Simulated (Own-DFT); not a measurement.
# Response to strain: wurtzite GaN, 96 atoms (Ga48N48)

These are calculations, not measurements. The program, named Own-DFT, is a retired in-house plane-wave density functional code that no person has reviewed. Each row is one single-point run on a periodic cell that was not relaxed, without spin or spin-orbit coupling.

Settings of every run: PBE; PseudoDojo norm-conserving scalar-relativistic files (stringent for Ga); cutoff 96 hartree; 3 x 4 x 3 k mesh centred on Gamma; Gaussian smearing of 0.01 eV.

Known limits: forces on such cells passed a denser k mesh, each cell not checked; stress not checked against mesh or cutoff.

Unstrained cell vectors in Å: (12.756, 0.000, 0.000); (-4.784, 8.285, 0.000); (0.000, 0.000, 10.370). The unstrained cell has measured lattice constants (interpolated for alloys), not those of this functional. That, the random moves and any unrelaxed bonds set the pressure at no strain. Each run strains this cell uniformly, with the atoms carried along. Every atom was also moved at random, by a Gaussian of width 0.05 Å on each axis. Strain is the symmetric tensor, in per cent. Stress is positive in tension, and the pressure is minus a third of its trace.

```
run  e_xx (%)  e_yy (%)  e_zz (%)  s_xx (GPa)  s_yy (GPa)  s_zz (GPa)  P (GPa)  E (meV/atom)
  1      0.00      0.00     -0.25       -6.73       -8.05       -8.57     7.78          16.0
  2      0.00      0.00      1.50       -6.85       -5.90       -0.46     4.41           4.8
  3      0.00      0.00      0.75       -6.20       -6.37       -4.54     5.70          10.0
  4      0.00      0.00      2.75       -5.12       -5.04        3.80     2.12           5.6
  5      0.00      0.00     -0.25       -6.43       -7.97       -8.23     7.54          14.1
  6      0.00      0.00     -1.25       -7.01       -7.51      -14.82     9.78          25.1
  7      0.00      0.00      1.75       -5.66       -5.55        0.12     3.70           2.8
  8      0.00      0.00      1.75       -5.16       -5.64        0.11     3.56           0.0
  9      0.00      0.00      2.75       -4.58       -4.42        3.22     1.93           6.1
 10      0.00      0.00      0.75       -5.36       -5.90       -5.57     5.61           7.9
 11      0.00      0.00      1.50       -6.18       -6.13        0.04     4.09           0.2
 12      0.00      0.00     -1.25       -7.56       -8.98      -12.67     9.73          30.4
 13      0.00      0.00     -0.50           ?           ?           ?        ?             ?
```

E is the free energy for each atom above the lowest run shown.

## Worked fit

The change of volume is close to e_xx + e_yy + e_zz. A straight line through the runs shown gives P = 7.20 - 195 x (fractional change of volume) GPa, with an error of 4 on the slope and a scatter of 0.17 GPa. The strain isn't the same on all axes and the cell isn't cubic, so the slope belongs to this path and is not the bulk modulus.

## Withheld run

Question: what pressure should run 13 give? Its volume changes by -0.50 %.

The line gives 8.2 GPa. The calculation gave 7.78 GPa.
